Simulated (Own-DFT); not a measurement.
## Calculated data, GaN (wurtzite, strained, atoms displaced)

Computed with Own-DFT development build. A calculation, not a measurement: plane-wave PBE density functional theory by an unreviewed code, no spin, of a simulated periodic cell, stress positive in tension, free energy of the whole cell less one offset for each atom, forces on such cells passed a denser k mesh, this cell's mesh not checked; offsets are fitted by least squares, one for each functional and potential file, so energies compare only between cells with the same atoms and settings and are not formation energies; the far tail of each file's local potential was reset to the Coulomb form; each entry is a single point on an unrelaxed cell, so the pressure reflects the starting lattice, mostly measured values (interpolated for alloys), from which strain is counted, and rises with the displacements; printed positions are rounded, which can move forces by about a meV/angstrom; the program, named Own-DFT, is a retired in-house code; no spin-orbit coupling.

Common to all runs: functional PBE; potential files PseudoDojo norm-conserving, scalar-relativistic, standard set with the stringent files for Ga; wave cutoff 96 hartree; occupations Gaussian; smearing width 0.01 eV; k mesh 3 x 4 x 3 centred on Gamma.

```yaml
- entry: 1
  formula: GaN
  kind: "wurtzite, strained, atoms displaced"
  structure:
    cell_angstrom: [[12.756, 0.0, 0.0], [-4.7835, 8.2853, 0.1243], [0.0, 0.1556, 10.37]]
    atoms_fractional:
      - [Ga, 0.09223, 0.2271, 0.99902]
      - [Ga, 0.1718, 0.11515, 0.24818]
      - ["N", 0.086, 0.222, 0.18416]
      - ["N", 0.16938, 0.11, 0.43924]
      - [Ga, 0.08289, 0.22107, 0.49644]
      - [Ga, 0.16625, 0.1108, 0.75305]
      - ["N", 0.08943, 0.22546, 0.67778]
      - ["N", 0.16416, 0.11286, 0.93392]
      - [Ga, 0.08027, 0.56472, 0.00257]
      - [Ga, 0.17656, 0.45098, 0.24995]
      - ["N", 0.08512, 0.55765, 0.19281]
      - ["N", 0.16615, 0.44461, 0.44337]
      - [Ga, 0.08033, 0.5504, 0.49615]
      - [Ga, 0.16734, 0.44651, 0.75746]
      - ["N", 0.08428, 0.54977, 0.68609]
      - ["N", 0.16416, 0.44155, 0.9305]
      - [Ga, 0.07492, 0.88282, 0.99975]
      - [Ga, 0.16096, 0.77683, 0.25155]
      - ["N", 0.08582, 0.88886, 0.18981]
      - ["N", 0.16868, 0.77385, 0.43638]
      - [Ga, 0.08165, 0.89611, 0.50372]
      - [Ga, 0.16711, 0.78329, 0.74739]
      - ["N", 0.07687, 0.89098, 0.68096]
      - ["N", 0.16394, 0.78208, 0.9366]
      - [Ga, 0.32721, 0.22373, 0.99711]
      - [Ga, 0.42007, 0.10947, 0.24678]
      - ["N", 0.33424, 0.23346, 0.19108]
      - ["N", 0.41641, 0.11518, 0.43957]
      - [Ga, 0.32699, 0.20681, 0.4883]
      - [Ga, 0.41722, 0.11285, 0.75156]
      - ["N", 0.33968, 0.2259, 0.68364]
      - ["N", 0.41014, 0.11203, 0.93899]
      - [Ga, 0.32862, 0.54766, 0.9977]
      - [Ga, 0.41177, 0.44115, 0.24564]
      - ["N", 0.32547, 0.55408, 0.19051]
      - ["N", 0.4195, 0.45491, 0.4375]
      - [Ga, 0.32808, 0.55206, 0.497]
      - [Ga, 0.41808, 0.44968, 0.74765]
      - ["N", 0.33167, 0.55213, 0.69564]
      - ["N", 0.41535, 0.43779, 0.94419]
      - [Ga, 0.33133, 0.88852, 0.0044]
      - [Ga, 0.41444, 0.7757, 0.25582]
      - ["N", 0.33707, 0.88937, 0.19305]
      - ["N", 0.41755, 0.78282, 0.43832]
      - [Ga, 0.34167, 0.88876, 0.49529]
      - [Ga, 0.4135, 0.76957, 0.74836]
      - ["N", 0.33171, 0.88285, 0.69539]
      - ["N", 0.41203, 0.7799, 0.93932]
      - [Ga, 0.58364, 0.23211, 0.99979]
      - [Ga, 0.67005, 0.10396, 0.24805]
      - ["N", 0.58194, 0.22641, 0.19321]
      - ["N", 0.67048, 0.11513, 0.43906]
      - [Ga, 0.58875, 0.22178, 0.50428]
      - [Ga, 0.67648, 0.11807, 0.75294]
      - ["N", 0.58967, 0.22346, 0.69514]
      - ["N", 0.6644, 0.10692, 0.94791]
      - [Ga, 0.5854, 0.55389, 0.0042]
      - [Ga, 0.66111, 0.44002, 0.25428]
      - ["N", 0.5778, 0.55489, 0.18425]
      - ["N", 0.6746, 0.44794, 0.44084]
      - [Ga, 0.58856, 0.57183, 0.49126]
      - [Ga, 0.66646, 0.44723, 0.75169]
      - ["N", 0.58315, 0.57399, 0.69317]
      - ["N", 0.67652, 0.45206, 0.94491]
      - [Ga, 0.57736, 0.88639, 0.99991]
      - [Ga, 0.66492, 0.77799, 0.25837]
      - ["N", 0.57891, 0.88554, 0.18454]
      - ["N", 0.66766, 0.78274, 0.43273]
      - [Ga, 0.58327, 0.88597, 0.50007]
      - [Ga, 0.67182, 0.79653, 0.75729]
      - ["N", 0.58485, 0.89526, 0.69283]
      - ["N", 0.66959, 0.78161, 0.94531]
      - [Ga, 0.83948, 0.22416, 0.00452]
      - [Ga, 0.92113, 0.11244, 0.25195]
      - ["N", 0.82502, 0.21284, 0.18941]
      - ["N", 0.92196, 0.1151, 0.42912]
      - [Ga, 0.82697, 0.22249, 0.50327]
      - [Ga, 0.90936, 0.0988, 0.75315]
      - ["N", 0.82202, 0.21204, 0.68578]
      - ["N", 0.91933, 0.11353, 0.9322]
      - [Ga, 0.84322, 0.56692, 0.00771]
      - [Ga, 0.92299, 0.45383, 0.24596]
      - ["N", 0.8319, 0.55013, 0.18847]
      - ["N", 0.92, 0.45048, 0.44835]
      - [Ga, 0.83769, 0.55568, 0.49742]
      - [Ga, 0.91572, 0.44819, 0.74952]
      - ["N", 0.8325, 0.54707, 0.69554]
      - ["N", 0.91151, 0.44601, 0.93382]
      - [Ga, 0.83669, 0.89716, 0.99918]
      - [Ga, 0.90915, 0.77297, 0.26205]
      - ["N", 0.83561, 0.90262, 0.19147]
      - ["N", 0.91608, 0.77857, 0.45075]
      - [Ga, 0.83607, 0.89255, 0.49821]
      - [Ga, 0.92004, 0.77734, 0.75068]
      - ["N", 0.83416, 0.89699, 0.69455]
      - ["N", 0.92033, 0.77809, 0.93355]
  results:
    "free_energy_of_cell_above_offsets [eV]": "-4.243"
    "pressure [GPa]": 7.3
    "stress_xx [GPa]": -7.76
    "stress_yy [GPa]": -6.72
    "stress_zz [GPa]": -7.41
    "stress_yz [GPa]": 3.04
    "stress_xz [GPa]": 0.54
    "stress_xy [GPa]": -0.94
    force_element: [Ga, Ga, "N", "N", Ga, Ga, "N", "N", Ga, Ga, "N", "N", Ga, Ga, "N", "N", Ga, Ga, "N", "N", Ga, Ga, "N", "N", Ga, Ga, "N", "N", Ga, Ga, "N", "N", Ga, Ga, "N", "N", Ga, Ga, "N", "N", Ga, Ga, "N", "N", Ga, Ga, "N", "N", Ga, Ga, "N", "N", Ga, Ga, "N", "N", Ga, Ga, "N", "N", Ga, Ga, "N", "N", Ga, Ga, "N", "N", Ga, Ga, "N", "N", Ga, Ga, "N", "N", Ga, Ga, "N", "N", Ga, Ga, "N", "N", Ga, Ga, "N", "N", Ga, Ga, "N", "N", Ga, Ga, "N", "N"]
    "force_x [eV/angstrom]": [-1.632, -0.669, -0.109, -1.577, 0.306, 0.275, -0.985, 0.436, 0.731, -3.193, 0.442, 0.013, 0.95, -0.248, -0.973, -0.454, 1.28, 1.54, -1.65, -0.604, 1.514, -0.173, 1.51, 0.2, 0.931, -1.053, 0.898, 2.022, 0.53, 0.441, -0.879, 0.721, 0.103, 0.157, 2.873, 0.185, 0.816, 0.566, -0.294, -0.148, -0.087, 0.484, -1.256, 1.538, -2.596, 0.174, 0.073, 0.523, 0.458, -2.376, 1.109, -0.63, -1.175, -3.338, -1.069, 0.17, -0.09, 0.107, 0.86, -1.311, 0.103, -0.582, 1.57, -0.875, 0.35, -0.215, 0.248, 0.581, -0.333, -0.094, -0.568, -0.283, -1.142, -0.453, 2.466, -0.907, 1.775, 0.835, 3.797, 0.29, -0.967, -0.573, -0.558, -0.277, -0.662, 1.737, -1.359, 1.278, -0.023, 0.512, 0.593, -0.105, -0.648, -1.321, 0.863, -1.424]
    "force_y [eV/angstrom]": [-0.487, -0.863, 0.699, 0.001, 0.124, 0.695, -0.38, -0.872, -1.221, -2.187, -0.096, -0.158, 0.976, -0.937, 0.926, 0.905, 1.385, 0.384, 0.256, 0.863, -1.167, -1.071, 0.301, 0.128, -1.058, 0.233, -2.134, -0.675, 2.889, -0.368, -0.305, 0.279, 1.092, 1.647, 1.642, -0.921, 0.244, -0.964, 0.395, 1.718, 0.247, -0.033, -0.132, -1.062, 0.541, 0.913, 1.046, -0.995, -1.257, -0.143, -0.458, -1.192, 0.298, -1.847, 0.226, 1.298, 0.293, 0.343, 0.552, 0.209, -2.788, 0.375, -0.519, 0.233, -0.259, 0.048, -0.237, 1.365, 0.805, -1.75, -0.171, -0.086, -0.377, 0.992, 2.261, -0.135, 0.292, 3.44, 2.229, 0.669, -1.284, -2.049, 1.22, -1.309, -0.118, -1.25, 1.927, 0.003, -0.817, 0.746, -2.302, 0.133, 0.573, -0.853, -2.307, 0.53]
    "force_z [eV/angstrom]": [-0.132, 0.252, 0.523, -1.309, 0.254, -1.813, 1.899, 0.883, -0.737, 1.223, -0.904, -1.532, 1.206, -3.024, 0.371, 3.106, 0.596, 0.393, -0.23, 0.707, -1.347, -0.368, 1.838, 0.265, 0.65, 0.541, -0.954, -0.645, 2.174, -0.29, 0.049, 0.551, 0.067, 1.069, -1.353, -0.429, 1.301, 0.291, -1.393, -0.912, -0.36, -1.229, -0.418, 0.33, 1.405, 0.725, -1.403, -0.025, 0.257, 0.306, -0.661, -0.661, 0.187, 2.053, -0.485, -0.879, -1.219, -0.358, 1.842, -0.049, 2.025, 0.171, -0.843, -0.594, -0.073, -3.571, 1.417, 1.706, 0.889, 0.094, -0.84, -0.247, -0.683, -1.219, -0.073, 2.159, -0.556, -1.073, -0.182, 1.428, -1.233, 1.342, 1.25, -2.037, 1.754, -0.206, -1.505, 1.412, 0.608, -1.239, -0.33, -1.237, 0.929, -0.604, -1.769, 0.732]
- entry: 2
  formula: GaN
  kind: "wurtzite, strained, atoms displaced"
  structure:
    cell_angstrom: [[12.756, 0.1913, 0.0], [-4.6592, 8.2135, 0.0], [0.0, 0.0, 10.37]]
    atoms_fractional:
      - [Ga, 0.08672, 0.2213, 0.99756]
      - [Ga, 0.15883, 0.11103, 0.24137]
      - ["N", 0.08017, 0.21699, 0.18136]
      - ["N", 0.16351, 0.10636, 0.43769]
      - [Ga, 0.08636, 0.22311, 0.50359]
      - [Ga, 0.17214, 0.10207, 0.74982]
      - ["N", 0.08666, 0.22612, 0.68668]
      - ["N", 0.16184, 0.10701, 0.93276]
      - [Ga, 0.07158, 0.54873, 0.99914]
      - [Ga, 0.16893, 0.441, 0.24235]
      - ["N", 0.07967, 0.54836, 0.19562]
      - ["N", 0.17213, 0.45243, 0.43734]
      - [Ga, 0.09014, 0.56998, 0.50375]
      - [Ga, 0.1626, 0.44484, 0.75503]
      - ["N", 0.07829, 0.54837, 0.68935]
      - ["N", 0.16874, 0.44662, 0.93763]
      - [Ga, 0.08834, 0.89567, 0.01019]
      - [Ga, 0.1551, 0.76254, 0.25015]
      - ["N", 0.09117, 0.88649, 0.1902]
      - ["N", 0.16697, 0.77656, 0.44347]
      - [Ga, 0.08433, 0.89085, 0.50194]
      - [Ga, 0.16239, 0.77701, 0.75242]
      - ["N", 0.0771, 0.88119, 0.68249]
      - ["N", 0.16615, 0.7771, 0.93157]
      - [Ga, 0.32692, 0.21622, 0.00442]
      - [Ga, 0.42079, 0.11625, 0.25716]
      - ["N", 0.33473, 0.22206, 0.186]
      - ["N", 0.41671, 0.11521, 0.44566]
      - [Ga, 0.33524, 0.22068, 0.49974]
      - [Ga, 0.41386, 0.10634, 0.75104]
      - ["N", 0.33723, 0.22224, 0.68477]
      - ["N", 0.4174, 0.11741, 0.94293]
      - [Ga, 0.33463, 0.56405, 0.00013]
      - [Ga, 0.41601, 0.44626, 0.25067]
      - ["N", 0.32867, 0.55527, 0.19445]
      - ["N", 0.42003, 0.44444, 0.43924]
      - [Ga, 0.34088, 0.56078, 0.50042]
      - [Ga, 0.41265, 0.43239, 0.75064]
      - ["N", 0.33462, 0.56579, 0.68796]
      - ["N", 0.41703, 0.44245, 0.93369]
      - [Ga, 0.3319, 0.88681, 0.0023]
      - [Ga, 0.41541, 0.77599, 0.25595]
      - ["N", 0.33001, 0.89035, 0.19103]
      - ["N", 0.41616, 0.7756, 0.44174]
      - [Ga, 0.33232, 0.88965, 0.49862]
      - [Ga, 0.41461, 0.77593, 0.75561]
      - ["N", 0.32796, 0.88333, 0.68833]
      - ["N", 0.41626, 0.76644, 0.93902]
      - [Ga, 0.57587, 0.21622, 0.00536]
      - [Ga, 0.66931, 0.11276, 0.25469]
      - ["N", 0.58153, 0.22645, 0.18899]
      - ["N", 0.65768, 0.10856, 0.43969]
      - [Ga, 0.58344, 0.22882, 0.51076]
      - [Ga, 0.65983, 0.10716, 0.75305]
      - ["N", 0.5792, 0.22867, 0.68316]
      - ["N", 0.66995, 0.10892, 0.93976]
      - [Ga, 0.57836, 0.54473, 0.0069]
      - [Ga, 0.66889, 0.45099, 0.24731]
      - ["N", 0.5808, 0.56172, 0.19517]
      - ["N", 0.66799, 0.44005, 0.44165]
      - [Ga, 0.58848, 0.55558, 0.50193]
      - [Ga, 0.66549, 0.43495, 0.75979]
      - ["N", 0.57779, 0.54563, 0.6874]
      - ["N", 0.66034, 0.43302, 0.9284]
      - [Ga, 0.58799, 0.89363, 0.00717]
      - [Ga, 0.66153, 0.77742, 0.25258]
      - ["N", 0.58123, 0.8796, 0.19862]
      - ["N", 0.67474, 0.78018, 0.43836]
      - [Ga, 0.58547, 0.89662, 0.4983]
      - [Ga, 0.66613, 0.77824, 0.758]
      - ["N", 0.57853, 0.8825, 0.68871]
      - ["N", 0.66857, 0.78039, 0.93583]
      - [Ga, 0.8192, 0.21079, 0.0033]
      - [Ga, 0.91676, 0.11194, 0.25215]
      - ["N", 0.8361, 0.22033, 0.18971]
      - ["N", 0.91782, 0.11196, 0.43405]
      - [Ga, 0.82976, 0.21859, 0.50221]
      - [Ga, 0.92202, 0.10588, 0.7505]
      - ["N", 0.83181, 0.22934, 0.69106]
      - ["N", 0.92166, 0.09869, 0.92573]
      - [Ga, 0.83578, 0.5527, 0.99912]
      - [Ga, 0.90676, 0.43996, 0.24709]
      - ["N", 0.83129, 0.5461, 0.18256]
      - ["N", 0.91795, 0.44702, 0.44209]
      - [Ga, 0.83328, 0.55696, 0.50034]
      - [Ga, 0.92499, 0.45369, 0.75419]
      - ["N", 0.83252, 0.55603, 0.69086]
      - ["N", 0.91717, 0.44175, 0.94314]
      - [Ga, 0.83147, 0.89128, 0.99357]
      - [Ga, 0.91436, 0.77125, 0.24555]
      - ["N", 0.83485, 0.88884, 0.19089]
      - ["N", 0.91672, 0.77757, 0.4342]
      - [Ga, 0.83328, 0.89221, 0.50023]
      - [Ga, 0.91558, 0.77452, 0.75077]
      - ["N", 0.82762, 0.88427, 0.68338]
      - ["N", 0.91625, 0.77061, 0.93954]
  results:
    "free_energy_of_cell_above_offsets [eV]": "-5.020"
    "pressure [GPa]": 6.84
    "stress_xx [GPa]": -5.26
    "stress_yy [GPa]": -6.42
    "stress_zz [GPa]": -8.85
    "stress_yz [GPa]": 0.47
    "stress_xz [GPa]": -0.37
    "stress_xy [GPa]": 3.74
    force_element: [Ga, Ga, "N", "N", Ga, Ga, "N", "N", Ga, Ga, "N", "N", Ga, Ga, "N", "N", Ga, Ga, "N", "N", Ga, Ga, "N", "N", Ga, Ga, "N", "N", Ga, Ga, "N", "N", Ga, Ga, "N", "N", Ga, Ga, "N", "N", Ga, Ga, "N", "N", Ga, Ga, "N", "N", Ga, Ga, "N", "N", Ga, Ga, "N", "N", Ga, Ga, "N", "N", Ga, Ga, "N", "N", Ga, Ga, "N", "N", Ga, Ga, "N", "N", Ga, Ga, "N", "N", Ga, Ga, "N", "N", Ga, Ga, "N", "N", Ga, Ga, "N", "N", Ga, Ga, "N", "N", Ga, Ga, "N", "N"]
    "force_x [eV/angstrom]": [-1.458, 2.358, -0.836, 0.63, -0.578, -1.216, 0.449, 1.482, 2.386, -1.018, -0.853, 0.114, -0.026, 1.499, 0.562, -0.477, -0.443, 2.242, -2.42, -0.049, -0.631, 0.635, 0.178, -0.051, 0.007, -0.662, -0.889, 1.307, -1.698, 0.447, -1.017, 0.159, 0.324, -0.213, 1.141, 0.305, -0.991, -0.309, 0.067, -0.461, 0.004, -0.792, 0.381, 0.394, 0.173, 0.256, -0.069, -0.054, 0.652, -0.545, 0.848, 1.08, -0.114, 0.94, 0.601, -2.504, -0.106, -0.208, 0.637, 0.121, -0.71, -0.376, 0.399, 0.596, -0.542, 2.738, -1.773, -1.572, 0.227, -0.117, -0.142, -0.238, 3.377, 0.739, -1.434, 0.0, 0.125, -1.139, 0.263, -1.059, -1.394, 2.577, -1.616, 0.161, 0.177, -1.711, -0.09, -0.797, 0.991, 0.186, -0.74, 0.348, 0.729, -0.573, 0.523, 0.176]
    "force_y [eV/angstrom]": [0.357, -0.436, 0.705, 0.76, 0.959, 0.664, -0.795, -0.006, 1.152, -0.281, -0.581, -0.74, -2.929, 0.145, 1.58, -0.177, -1.389, 0.904, 0.377, 1.459, -0.507, -0.486, 0.705, -0.054, 1.033, -0.824, 0.138, -0.762, 0.644, -0.009, -1.198, -1.619, -2.602, -0.597, 0.432, -0.048, -1.013, 2.144, -2.011, -0.299, -0.099, 0.238, -0.287, 1.201, -0.118, 0.166, 0.605, 3.395, 0.553, -0.227, -0.216, 1.131, -0.557, 0.338, -1.698, -0.655, 0.837, -0.569, -1.021, 0.681, 0.292, 1.621, 0.859, 0.543, -1.482, 0.142, 2.092, -0.323, -1.86, -1.039, 0.965, -0.847, 1.533, -0.705, -0.373, 0.331, 0.87, 0.549, -1.035, 1.699, -0.019, -0.228, 1.241, -0.37, 0.018, -1.535, -0.408, -1.571, -1.012, 0.597, -0.147, 0.016, -0.132, 0.103, 0.31, 0.815]
    "force_z [eV/angstrom]": [-0.79, 1.997, 0.095, -0.642, -0.886, -1.055, 0.812, 0.787, 0.975, 1.817, -1.573, -0.087, -0.318, -1.174, 0.058, 1.06, -1.926, 1.219, -0.011, -1.147, -1.235, -1.16, 1.236, 2.03, -0.858, -0.225, 0.958, -0.946, -0.333, 0.022, 0.47, -0.897, 0.678, 0.442, -1.396, -0.235, 0.499, -0.595, 0.375, 1.589, -0.022, -0.238, 0.216, -0.361, 0.346, -0.948, 0.348, 0.498, -0.542, -0.167, 0.374, -0.134, -2.504, -1.192, 2.991, -0.101, -1.193, 1.117, -1.069, -1.221, 0.241, -3.876, 0.757, 4.824, -0.175, 0.854, -1.542, 0.089, 0.722, -2.291, 0.204, 1.928, -0.315, -0.297, -0.483, 1.099, 0.237, -2.108, 0.314, 2.66, -0.829, 1.945, 0.085, -0.792, 0.459, -0.55, 0.129, -0.615, 1.199, 0.504, -1.037, 0.135, -0.519, -0.068, 0.996, 0.29]
- entry: 3
  formula: GaN
  kind: "wurtzite, strained, atoms displaced"
  structure:
    cell_angstrom:
      - [12.756, 0.0, 0.1913]
      - [-4.7835, 8.2853, -0.0718]
      - [0.1556, 0.0, 10.37]
    atoms_fractional:
      - [Ga, 0.09484, 0.23165, 0.00208]
      - [Ga, 0.17171, 0.11639, 0.25026]
      - ["N", 0.08447, 0.22745, 0.19156]
      - ["N", 0.17078, 0.11038, 0.43497]
      - [Ga, 0.08281, 0.22482, 0.49524]
      - [Ga, 0.17217, 0.10079, 0.74902]
      - ["N", 0.07911, 0.23046, 0.69347]
      - ["N", 0.16942, 0.11619, 0.94276]
      - [Ga, 0.08847, 0.55271, 0.00035]
      - [Ga, 0.17149, 0.45542, 0.24888]
      - ["N", 0.08409, 0.55963, 0.18674]
      - ["N", 0.16715, 0.43688, 0.43744]
      - [Ga, 0.08181, 0.55567, 0.50385]
      - [Ga, 0.16688, 0.45164, 0.75538]
      - ["N", 0.08627, 0.56012, 0.68563]
      - ["N", 0.16075, 0.43947, 0.94904]
      - [Ga, 0.07734, 0.88381, 0.98894]
      - [Ga, 0.16588, 0.77703, 0.24136]
      - ["N", 0.08442, 0.89035, 0.18647]
      - ["N", 0.16499, 0.7885, 0.44639]
      - [Ga, 0.08453, 0.89291, 0.50304]
      - [Ga, 0.16048, 0.76585, 0.75975]
      - ["N", 0.08248, 0.8898, 0.69606]
      - ["N", 0.17223, 0.7898, 0.94104]
      - [Ga, 0.32212, 0.2132, 0.0019]
      - [Ga, 0.41738, 0.10396, 0.25074]
      - ["N", 0.33729, 0.22172, 0.18397]
      - ["N", 0.41478, 0.11077, 0.4377]
      - [Ga, 0.33534, 0.21484, 0.49689]
      - [Ga, 0.40946, 0.11283, 0.74445]
      - ["N", 0.34295, 0.21893, 0.69656]
      - ["N", 0.4145, 0.1041, 0.93974]
      - [Ga, 0.33848, 0.5489, 0.00165]
      - [Ga, 0.41862, 0.44185, 0.24948]
      - ["N", 0.33212, 0.55464, 0.18532]
      - ["N", 0.41103, 0.43417, 0.44084]
      - [Ga, 0.33002, 0.54833, 0.49848]
      - [Ga, 0.41426, 0.44739, 0.75351]
      - ["N", 0.33167, 0.54979, 0.68685]
      - ["N", 0.41818, 0.43747, 0.92453]
      - [Ga, 0.33545, 0.89496, 0.99926]
      - [Ga, 0.41474, 0.7742, 0.24723]
      - ["N", 0.33214, 0.882, 0.18582]
      - ["N", 0.4156, 0.77721, 0.42946]
      - [Ga, 0.34185, 0.89165, 0.49504]
      - [Ga, 0.41423, 0.77611, 0.74626]
      - ["N", 0.33461, 0.8883, 0.68968]
      - ["N", 0.4128, 0.7764, 0.94298]
      - [Ga, 0.58593, 0.21769, 0.99749]
      - [Ga, 0.66265, 0.10707, 0.24537]
      - ["N", 0.58116, 0.23079, 0.19148]
      - ["N", 0.66425, 0.09912, 0.44992]
      - [Ga, 0.57956, 0.21842, 0.49969]
      - [Ga, 0.66547, 0.10799, 0.74712]
      - ["N", 0.5792, 0.21841, 0.68244]
      - ["N", 0.66522, 0.11239, 0.9386]
      - [Ga, 0.57301, 0.55309, 0.9939]
      - [Ga, 0.66908, 0.44297, 0.25847]
      - ["N", 0.58565, 0.55088, 0.1946]
      - ["N", 0.65526, 0.42779, 0.43953]
      - [Ga, 0.57973, 0.54387, 0.49433]
      - [Ga, 0.66806, 0.45122, 0.75417]
      - ["N", 0.58501, 0.55559, 0.6828]
      - ["N", 0.66031, 0.43793, 0.93166]
      - [Ga, 0.58253, 0.89396, 0.00263]
      - [Ga, 0.66898, 0.77283, 0.25722]
      - ["N", 0.57914, 0.88325, 0.18299]
      - ["N", 0.65718, 0.7693, 0.43679]
      - [Ga, 0.58259, 0.87829, 0.50484]
      - [Ga, 0.66527, 0.77826, 0.75745]
      - ["N", 0.57883, 0.8967, 0.68165]
      - ["N", 0.6655, 0.77805, 0.93422]
      - [Ga, 0.83289, 0.22942, 0.00687]
      - [Ga, 0.92747, 0.1227, 0.25518]
      - ["N", 0.83753, 0.23415, 0.18736]
      - ["N", 0.91621, 0.10602, 0.43504]
      - [Ga, 0.83781, 0.21687, 0.49904]
      - [Ga, 0.91573, 0.09501, 0.74711]
      - ["N", 0.83349, 0.22482, 0.69605]
      - ["N", 0.91497, 0.11685, 0.93068]
      - [Ga, 0.83214, 0.55229, 0.0075]
      - [Ga, 0.91542, 0.43784, 0.24589]
      - ["N", 0.82583, 0.54762, 0.19148]
      - ["N", 0.92472, 0.44, 0.43054]
      - [Ga, 0.83072, 0.56808, 0.48945]
      - [Ga, 0.92121, 0.44772, 0.74118]
      - ["N", 0.82877, 0.55246, 0.69825]
      - ["N", 0.91518, 0.43885, 0.9323]
      - [Ga, 0.83875, 0.89595, 0.99047]
      - [Ga, 0.91594, 0.77675, 0.26005]
      - ["N", 0.84442, 0.90338, 0.1906]
      - ["N", 0.91462, 0.77535, 0.4384]
      - [Ga, 0.8369, 0.89116, 0.49658]
      - [Ga, 0.91696, 0.78175, 0.75519]
      - ["N", 0.83206, 0.89286, 0.69247]
      - ["N", 0.92247, 0.78272, 0.93449]
  results:
    "free_energy_of_cell_above_offsets [eV]": "-2.418"
    "pressure [GPa]": 7.79
    "stress_xx [GPa]": -6.54
    "stress_yy [GPa]": -8.41
    "stress_zz [GPa]": -8.42
    "stress_yz [GPa]": -0.13
    "stress_xz [GPa]": 3.29
    "stress_xy [GPa]": 0.32
    force_element: [Ga, Ga, "N", "N", Ga, Ga, "N", "N", Ga, Ga, "N", "N", Ga, Ga, "N", "N", Ga, Ga, "N", "N", Ga, Ga, "N", "N", Ga, Ga, "N", "N", Ga, Ga, "N", "N", Ga, Ga, "N", "N", Ga, Ga, "N", "N", Ga, Ga, "N", "N", Ga, Ga, "N", "N", Ga, Ga, "N", "N", Ga, Ga, "N", "N", Ga, Ga, "N", "N", Ga, Ga, "N", "N", Ga, Ga, "N", "N", Ga, Ga, "N", "N", Ga, Ga, "N", "N", Ga, Ga, "N", "N", Ga, Ga, "N", "N", Ga, Ga, "N", "N", Ga, Ga, "N", "N", Ga, Ga, "N", "N"]
    "force_x [eV/angstrom]": [-2.265, -0.389, 1.509, -0.942, 0.745, -1.3, 1.978, -0.901, -2.566, -0.647, 0.171, -0.805, 0.641, 0.182, 0.22, 2.409, 1.096, -0.601, -0.434, 1.895, -0.243, 0.754, 0.243, -0.061, 3.175, -0.686, -0.278, 1.272, -1.357, 5.131, -5.031, -0.28, -1.174, -0.404, 1.348, 0.366, 0.023, 1.058, -0.403, -1.243, 0.237, 0.132, 0.02, 0.805, -1.781, -0.081, -0.889, 0.972, -2.286, 0.178, 1.356, 0.109, 1.083, -0.751, 0.19, 1.251, 2.338, -1.293, -0.514, 1.573, -1.109, -0.672, -0.689, 0.341, -0.004, -0.239, 0.992, 2.247, -1.343, -0.795, 1.313, 0.104, 0.632, -1.608, 0.037, 0.682, -1.91, -1.215, 0.867, 0.909, -0.405, -0.048, 1.473, -1.633, 0.973, -1.283, 1.286, 0.198, -0.645, 0.294, -0.696, 0.31, -1.579, -0.415, 0.394, -1.619]
    "force_y [eV/angstrom]": [-2.213, -0.68, 0.815, 0.134, -0.824, 2.496, -0.684, -1.426, 1.218, -0.999, -0.587, 1.63, 0.862, -1.188, -0.519, 1.44, 1.408, 0.746, -0.092, -1.625, 0.209, 2.033, -1.033, -1.9, 0.636, 0.222, 0.05, -0.606, 0.612, -2.377, 2.343, 1.729, 0.952, -0.055, -0.328, 0.521, 0.597, -0.387, 0.568, -0.289, -0.795, 0.157, 0.668, -1.021, -0.615, 0.26, -0.561, -0.742, 0.826, 0.236, -1.447, 1.058, -1.447, 1.401, 0.589, -0.542, 0.112, -0.559, 0.649, 2.163, 0.735, -1.764, 0.496, 0.921, -0.593, 0.977, 0.399, -0.263, 0.69, -0.265, -1.745, -0.012, -1.055, -0.932, -2.957, 0.199, 0.584, 4.073, -0.75, -0.22, -0.105, 2.351, 1.435, 0.275, -3.846, -0.875, 1.593, 1.732, 0.257, 0.673, -1.452, 1.661, -0.694, -1.167, -2.726, -1.427]
    "force_z [eV/angstrom]": [0.279, -0.576, -0.405, 0.937, 1.475, 0.45, -1.131, -1.388, 0.271, 0.314, 0.038, -0.336, -1.486, -0.117, 0.707, -1.975, 2.354, 1.484, -0.174, -1.376, 0.379, -1.347, -0.962, 0.035, -0.298, -0.57, 0.789, -0.64, 1.225, 2.261, -2.596, -0.44, -0.723, 0.313, 0.358, -0.557, -0.032, -3.172, 0.153, 3.51, 0.172, -0.456, 0.46, 1.172, 1.157, 0.921, -0.525, -0.921, 0.346, 1.235, -0.622, -2.032, 0.706, -0.027, 1.307, -0.157, 1.134, -1.057, -1.159, -0.159, 1.093, -1.531, 0.53, 2.364, -1.077, -2.096, 1.214, 0.804, -1.194, -2.486, 1.937, 1.784, -1.994, -1.517, 0.428, 0.867, 1.103, 0.988, -1.609, 1.594, -1.723, 0.798, 0.333, 1.031, 2.365, 1.073, -2.161, 0.847, 1.573, -3.045, -0.279, 0.769, 0.916, -1.376, -1.811, 0.968]
```
